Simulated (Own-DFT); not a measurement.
Simulation results for GaP (zincblende, atoms displaced)

All values are calculated (Own-DFT development build). A calculation, not a measurement: plane-wave PBE density functional theory by an unreviewed code, no spin, of a simulated periodic cell, stress positive in tension, free energy of the whole cell less one offset for each atom, forces on such cells passed a denser k mesh, this cell's mesh not checked; offsets are fitted by least squares, one for each functional and potential file, so energies compare only between cells with the same atoms and settings and are not formation energies; the far tail of each file's local potential was reset to the Coulomb form; each entry is a single point on an unrelaxed cell, so the pressure reflects the starting lattice, mostly measured values (interpolated for alloys), from which strain is counted, and rises with the displacements; printed positions are rounded, which can move forces by about a meV/angstrom; the program, named Own-DFT, is a retired in-house code; no spin-orbit coupling.

Common to all runs: functional PBE; potential files PseudoDojo norm-conserving, scalar-relativistic, standard set; wave cutoff 42 hartree; occupations Fermi-Dirac; smearing width 0.1 eV; hardware one NVIDIA H100; k mesh 3 x 3 x 3 centred on Gamma.

(1) GaP (zincblende, atoms displaced)

```xyz
64
Lattice="10.9010 0.0000 0.0000 0.0000 10.9010 0.0000 0.0000 0.0000 10.9010" Properties=species:S:1:pos:R:3 GaP
Ga     0.0047     0.0327     0.0035
Ga    10.8597     2.7155     2.7401
Ga     2.7281    10.8996     2.7181
Ga     2.7489     2.6909    10.8902
P      1.3952     1.3517     1.3438
P      1.3515     4.0964     4.0653
P      4.1082     1.3404     4.0856
P      4.0770     4.0831     1.3582
Ga    10.8897    10.8924     5.4574
Ga    10.8795     2.7255     8.1691
Ga     2.7204    10.8990     8.1493
Ga     2.6981     2.7026     5.4623
P      1.3469     1.3680     6.8139
P      1.3405     4.1012     9.5199
P      4.0816     1.3752     9.5325
P      4.0767     4.0634     6.8284
Ga     0.0278     5.4439    10.8647
Ga     0.0112     8.1692     2.7718
Ga     2.7128     5.4033     2.7080
Ga     2.7571     8.1556    10.8993
P      1.3697     6.7954     1.3528
P      1.3779     9.5181     4.0792
P      4.1313     6.8446     4.1207
P      4.0470     9.5336     1.3330
Ga     0.0149     5.4456     5.4624
Ga    10.8993     8.1643     8.1921
Ga     2.7523     5.4430     8.2026
Ga     2.7184     8.1624     5.4481
P      1.3813     6.7682     6.8162
P      1.3812     9.4974     9.5511
P      4.1150     6.8368     9.5321
P      4.0860     9.5510     6.8070
Ga     5.4691     0.0141     0.0033
Ga     5.4792     2.7053     2.7588
Ga     8.1632     0.0145     2.6982
Ga     8.1712     2.7262     0.0009
P      6.8275     1.3658     1.3748
P      6.8107     4.0971     4.1159
P      9.5473     1.3779     4.0536
P      9.5518     4.0974     1.3564
Ga     5.4225    10.8933     5.4745
Ga     5.4238     2.7178     8.1749
Ga     8.1834    10.8743     8.1758
Ga     8.1881     2.7638     5.4244
P      6.7979     1.3369     6.8276
P      6.8284     4.0741     9.5549
P      9.5039     1.3314     9.5386
P      9.5514     4.0778     6.8463
Ga     5.4555     5.4728    10.8811
Ga     5.4479     8.1876     2.7197
Ga     8.1967     5.5102     2.7254
Ga     8.1605     8.1457    10.8547
P      6.8134     6.8072     1.3354
P      6.7832     9.5333     4.0351
P      9.5571     6.7953     4.0694
P      9.5441     9.5077     1.4005
Ga     5.4599     5.4439     5.4245
Ga     5.4724     8.1094     8.1864
Ga     8.2098     5.4729     8.1640
Ga     8.1460     8.1605     5.4356
P      6.8052     6.8037     6.8087
P      6.8012     9.5485     9.5270
P      9.5300     6.8113     9.5631
P      9.5396     9.5714     6.7932
```

It finds free energy of cell above offsets -35.644 eV; pressure 2.74 GPa; stress xx -2.76 GPa; stress yy -2.73 GPa; stress zz -2.74 GPa; stress yz -0.01 GPa; stress xz 0.03 GPa; stress xy -0.02 GPa; wall time 520.3 s.

Force:
```tsv
element	x (eV/Å)	y (eV/Å)	z (eV/Å)
Ga	-0.038	-0.626	0.061
Ga	0.63	0.186	-0.534
Ga	0.018	-0.064	0.025
Ga	-0.3	0.499	-0.001
P	-0.415	0.292	0.354
P	-0.02	-0.37	0.331
P	-0.355	0.187	0.122
P	0.461	-0.172	-0.038
Ga	0.225	0.188	-0.378
Ga	0.088	-0.264	0.317
Ga	-0.062	-0.101	0.332
Ga	0.192	0.195	-0.332
P	-0.116	-0.162	0.041
P	0.436	-0.477	0.096
P	0.105	-0.416	-0.082
P	0.085	0.278	-0.331
Ga	-0.225	0.063	0.426
Ga	0.101	-0.075	-0.531
Ga	0.324	0.595	0.224
Ga	-0.372	-0.063	0.023
P	-0.003	0.157	0.11
P	-0.07	0.318	0.257
P	-0.548	-0.484	-0.559
P	0.609	0.133	0.252
Ga	-0.118	-0.173	-0.066
Ga	0.042	0.036	-0.276
Ga	-0.052	-0.037	-0.133
Ga	0.098	0.074	0.221
P	-0.088	0.441	0.148
P	-0.15	0.456	-0.128
P	-0.277	-0.434	0.11
P	0	-0.575	0.27
Ga	-0.296	-0.058	0.025
Ga	-0.25	0.274	-0.264
Ga	0.228	-0.32	0.215
Ga	0.169	0.024	0.129
P	-0.181	0.123	-0.206
P	0.28	0.181	-0.581
P	-0.346	-0.382	0.517
P	-0.152	0.049	-0.043
Ga	0.394	-0.102	-0.282
Ga	0.412	0.054	0.07
Ga	-0.23	0.137	-0.132
Ga	-0.058	-0.491	0.456
P	0.305	0.338	-0.242
P	-0.179	0.24	-0.439
P	0.313	0.335	0.006
P	-0.15	0.207	-0.52
Ga	-0.029	-0.435	0.171
Ga	-0.163	-0.122	-0.438
Ga	-0.274	-0.644	-0.233
Ga	0.045	0.543	0.524
P	-0.111	0.194	0.26
P	0.298	0.323	0.599
P	-0.056	0.216	0.661
P	-0.055	0.155	-0.527
Ga	-0.297	-0.078	0.493
Ga	-0.111	0.879	-0.312
Ga	-0.333	-0.239	0.23
Ga	0.202	0.277	-0.164
P	0.243	-0.209	-0.067
P	0.051	-0.277	0.019
P	0.25	-0.061	-0.393
P	-0.125	-0.737	0.134
```

(2) GaP (zincblende, atoms displaced)

```xyz
64
Lattice="10.9010 0.0000 0.0000 0.0000 10.9010 0.0000 0.0000 0.0000 10.9010" Properties=species:S:1:pos:R:3 GaP
Ga     0.0113    10.8960     0.0275
Ga    10.8735     2.7536     2.7161
Ga     2.7712     0.0139     2.7294
Ga     2.7048     2.6931     0.0144
P      1.3502     1.3348     1.3571
P      1.3750     4.0985     4.0959
P      4.1220     1.3559     4.0784
P      4.1189     4.0741     1.3416
Ga     0.0206    10.8791     5.5008
Ga    10.8681     2.7300     8.1888
Ga     2.7333    10.8956     8.2010
Ga     2.7312     2.7200     5.4705
P      1.3469     1.3864     6.8213
P      1.3593     4.0789     9.5244
P      4.0954     1.3605     9.5459
P      4.0387     4.0757     6.8111
Ga    10.8765     5.4543     0.0201
Ga    10.8883     8.1542     2.7307
Ga     2.7163     5.4478     2.6945
Ga     2.7405     8.1997     0.0028
P      1.3795     6.7868     1.3371
P      1.3481     9.5596     4.1242
P      4.0857     6.8074     4.0626
P      4.0645     9.5704     1.3307
Ga    10.8881     5.4858     5.4649
Ga    10.8925     8.1584     8.1704
Ga     2.7131     5.4466     8.1781
Ga     2.7420     8.1710     5.4503
P      1.3602     6.8145     6.8122
P      1.3554     9.5423     9.5267
P      4.0924     6.7866     9.5348
P      4.0967     9.5375     6.8127
Ga     5.4708     0.0132     0.0019
Ga     5.4246     2.6994     2.7146
Ga     8.1762    10.8810     2.7312
Ga     8.1887     2.7375    10.8899
P      6.8277     1.3725     1.3727
P      6.8087     4.0945     4.1029
P      9.5439     1.3518     4.0763
P      9.5247     4.0424     1.3489
Ga     5.4469     0.0085     5.4294
Ga     5.4589     2.7444     8.2040
Ga     8.1827    10.8728     8.1975
Ga     8.1597     2.7106     5.4556
P      6.8148     1.3732     6.7834
P      6.8034     4.0959     9.5341
P      9.5278     1.3647     9.5265
P      9.5190     4.1272     6.8158
Ga     5.4591     5.4703    10.8850
Ga     5.4491     8.1946     2.7174
Ga     8.1732     5.4626     2.7143
Ga     8.1969     8.1656     0.0140
P      6.8006     6.8337     1.3414
P      6.8339     9.5449     4.1063
P      9.5427     6.8279     4.0856
P      9.5089     9.5074     1.3551
Ga     5.4598     5.4342     5.4503
Ga     5.4940     8.1704     8.1303
Ga     8.1178     5.4274     8.1766
Ga     8.1948     8.1831     5.4193
P      6.8202     6.8059     6.7751
P      6.8222     9.5163     9.4930
P      9.5428     6.8175     9.5356
P      9.5036     9.5531     6.8003
```

It finds free energy of cell above offsets -35.788 eV; pressure 2.7 GPa; stress xx -2.7 GPa; stress yy -2.7 GPa; stress zz -2.7 GPa; stress yz -0.09 GPa; stress xz 0.01 GPa; stress xy -0.33 GPa; wall time 529.8 s.

Force:
```tsv
element	x (eV/Å)	y (eV/Å)	z (eV/Å)
Ga	-0.337	-0.161	-0.325
Ga	0.418	-0.379	0.269
Ga	-0.583	-0.114	0.131
Ga	0.113	0.251	-0.18
P	0.094	0.329	0.478
P	-0.227	-0.032	-0.071
P	-0.459	0.171	0.217
P	-0.362	0.065	0.028
Ga	-0.282	0.412	-0.288
Ga	0.098	0.217	-0.223
Ga	-0.046	0.158	-0.294
Ga	-0.167	-0.178	-0.38
P	0.183	-0.239	0.216
P	-0.142	0.026	0.359
P	0.032	0.047	0.002
P	0.665	0.212	0.176
Ga	0.157	-0.248	-0.325
Ga	0.41	0.242	-0.139
Ga	0.259	-0.208	0.131
Ga	-0.183	-0.304	-0.312
P	-0.219	0.447	0.166
P	0.325	-0.277	-0.505
P	0.076	-0.005	0.11
P	0.482	-0.212	0.306
Ga	0.133	-0.289	-0.131
Ga	-0.043	0.272	-0.123
Ga	-0.076	0.003	0.003
Ga	-0.1	0.026	-0.085
P	0.133	0.109	0.048
P	-0.071	-0.139	0.128
P	0.033	0.525	-0.229
P	-0.026	0.091	-0.035
Ga	0.12	-0.1	-0.22
Ga	0.445	0.409	0.069
Ga	0.079	0.184	-0.052
Ga	-0.308	-0.284	-0.144
P	0.045	-0.125	-0.128
P	0.017	-0.223	-0.401
P	0.093	-0.018	0.265
P	-0.029	0.751	0.123
Ga	0.142	-0.154	0.298
Ga	-0.231	-0.242	-0.471
Ga	-0.213	0.444	-0.356
Ga	0.361	0.224	-0.203
P	-0.143	-0.217	0.616
P	0.047	-0.089	0.309
P	0.093	-0.227	0.283
P	0.012	-0.389	-0.058
Ga	-0.061	-0.177	0.124
Ga	-0.09	0.109	0.017
Ga	-0.103	-0.143	0.021
Ga	-0.288	-0.002	-0.47
P	0.116	-0.126	0.199
P	-0.345	-0.091	-0.288
P	-0.08	-0.278	-0.115
P	0.427	0.32	0.199
Ga	-0.41	0.036	-0.033
Ga	-0.43	-0.198	0.179
Ga	0.465	0.421	-0.047
Ga	-0.13	-0.08	0.23
P	0.101	0.039	0.048
P	-0.065	0.045	0.694
P	-0.287	-0.292	-0.05
P	0.366	-0.348	0.234
```

(3) GaP (zincblende, atoms displaced)

```xyz
64
Lattice="10.9010 0.0000 0.0000 0.0000 10.9010 0.0000 0.0000 0.0000 10.9010" Properties=species:S:1:pos:R:3 GaP
Ga    10.8908    10.8842    10.8874
Ga     0.0109     2.7481     2.7288
Ga     2.6794     0.0246     2.7073
Ga     2.7307     2.6993     0.0028
P      1.3510     1.3620     1.3503
P      1.3541     4.0751     4.1038
P      4.0683     1.3653     4.1130
P      4.0805     4.1157     1.3746
Ga     0.0019    10.8999     5.4244
Ga    10.8876     2.7241     8.1654
Ga     2.7302    10.8811     8.1786
Ga     2.7508     2.7413     5.4496
P      1.3548     1.3853     6.7852
P      1.3720     4.1156     9.5378
P      4.1129     1.3377     9.5101
P      4.0602     4.0576     6.8020
Ga     0.0007     5.4469     0.0093
Ga     0.0252     8.1679     2.7225
Ga     2.7364     5.4834     2.7094
Ga     2.7124     8.1717     0.0143
P      1.3665     6.8238     1.3923
P      1.3782     9.5202     4.0733
P      4.1048     6.8326     4.1098
P      4.0502     9.5307     1.3783
Ga     0.0061     5.5175     5.4437
Ga    10.8882     8.1791     8.1645
Ga     2.7014     5.4725     8.1831
Ga     2.6968     8.1882     5.4362
P      1.4024     6.8211     6.8163
P      1.3494     9.5309     9.5577
P      4.1214     6.8251     9.5306
P      4.0868     9.5212     6.8585
Ga     5.4302     0.0099    10.8771
Ga     5.4618     2.7017     2.7300
Ga     8.1835    10.8959     2.7285
Ga     8.1960     2.7072    10.8985
P      6.8413     1.3688     1.3378
P      6.8089     4.0856     4.0826
P      9.5468     1.3578     4.1018
P      9.5291     4.0557     1.3331
Ga     5.4658     0.0265     5.4330
Ga     5.4858     2.7432     8.1788
Ga     8.1839    10.8709     8.1868
Ga     8.1883     2.7219     5.4831
P      6.7964     1.3512     6.8198
P      6.8054     4.0789     9.5217
P      9.5240     1.3674     9.5341
P      9.5385     4.0931     6.7920
Ga     5.4589     5.4363     0.0306
Ga     5.4325     8.1808     2.7094
Ga     8.1714     5.4320     2.7464
Ga     8.1656     8.2011    10.8929
P      6.8044     6.8123     1.3573
P      6.8169     9.5104     4.0590
P      9.5153     6.8032     4.0826
P      9.5833     9.5169     1.3557
Ga     5.4454     5.4353     5.4683
Ga     5.4475     8.1657     8.1977
Ga     8.1884     5.4566     8.1682
Ga     8.1400     8.1930     5.4208
P      6.8098     6.7875     6.7990
P      6.8148     9.5134     9.5193
P      9.5580     6.8061     9.5677
P      9.5097     9.5223     6.8287
```

Results for GaP (zincblende, atoms displaced): free energy of cell above offsets -35.790 eV; pressure 2.7 GPa; stress xx -2.7 GPa; stress yy -2.7 GPa; stress zz -2.7 GPa; stress yz 0.03 GPa; stress xz -0.26 GPa; stress xy 0 GPa; wall time 523.5 s.

Force:
```tsv
element	x (eV/Å)	y (eV/Å)	z (eV/Å)
Ga	0.014	0.227	0.009
Ga	-0.155	-0.222	-0.019
Ga	0.382	-0.1	0.201
Ga	0.188	0.244	-0.181
P	-0.208	0.111	-0.044
P	0.218	0.524	-0.166
P	0.1	-0.144	-0.493
P	0.063	-0.539	-0.033
Ga	0.002	-0.215	0.314
Ga	0.141	0.172	0.028
Ga	-0.329	0.2	-0.081
Ga	-0.435	-0.156	-0.072
P	0.172	-0.353	0.275
P	-0.134	-0.437	0.072
P	-0.288	0.443	0.077
P	0.326	0.474	0.467
Ga	0.122	-0.009	0.156
Ga	-0.31	-0.076	0.208
Ga	-0.064	-0.226	0.542
Ga	0.13	-0.112	-0.202
P	-0.078	-0.246	-0.41
P	-0.31	0.313	0.074
P	-0.152	-0.152	-0.091
P	0.27	0.351	-0.184
Ga	0.039	-0.508	0.096
Ga	0.136	-0.157	0.151
Ga	0.546	-0.187	0.011
Ga	0.571	0.018	0.244
P	-0.538	0.2	-0.048
P	0.107	-0.001	-0.297
P	-0.442	-0.316	0.392
P	0.123	0.139	-0.701
Ga	0.227	-0.347	0.31
Ga	-0.144	0.144	-0.095
Ga	0.179	-0.04	-0.156
Ga	-0.303	0.189	-0.282
P	-0.335	-0.307	0.196
P	0.023	-0.23	0.259
P	-0.139	0.144	-0.249
P	0.112	0.398	0.402
Ga	-0.224	-0.539	0.182
Ga	-0.437	-0.193	-0.19
Ga	-0.206	0.291	-0.074
Ga	-0.227	-0.058	-0.279
P	0.402	0.023	0.051
P	0.338	0.226	0.366
P	0.223	-0.228	-0.091
P	0.214	0.247	0.181
Ga	-0.041	0.052	-0.369
Ga	0.007	-0.145	0.003
Ga	-0.017	-0.016	-0.417
Ga	0.166	-0.294	0.154
P	0.255	0.065	0.144
P	-0.278	0.514	0.017
P	0.195	0.374	-0.084
P	-0.478	0.185	0.15
Ga	-0.11	-0.088	-0.134
Ga	0.221	-0.113	-0.411
Ga	0.03	-0.048	0.108
Ga	0.206	-0.329	0.328
P	0.008	0.337	0.179
P	-0.112	0.322	0.274
P	-0.244	0.116	-0.283
P	0.284	0.087	-0.485
```
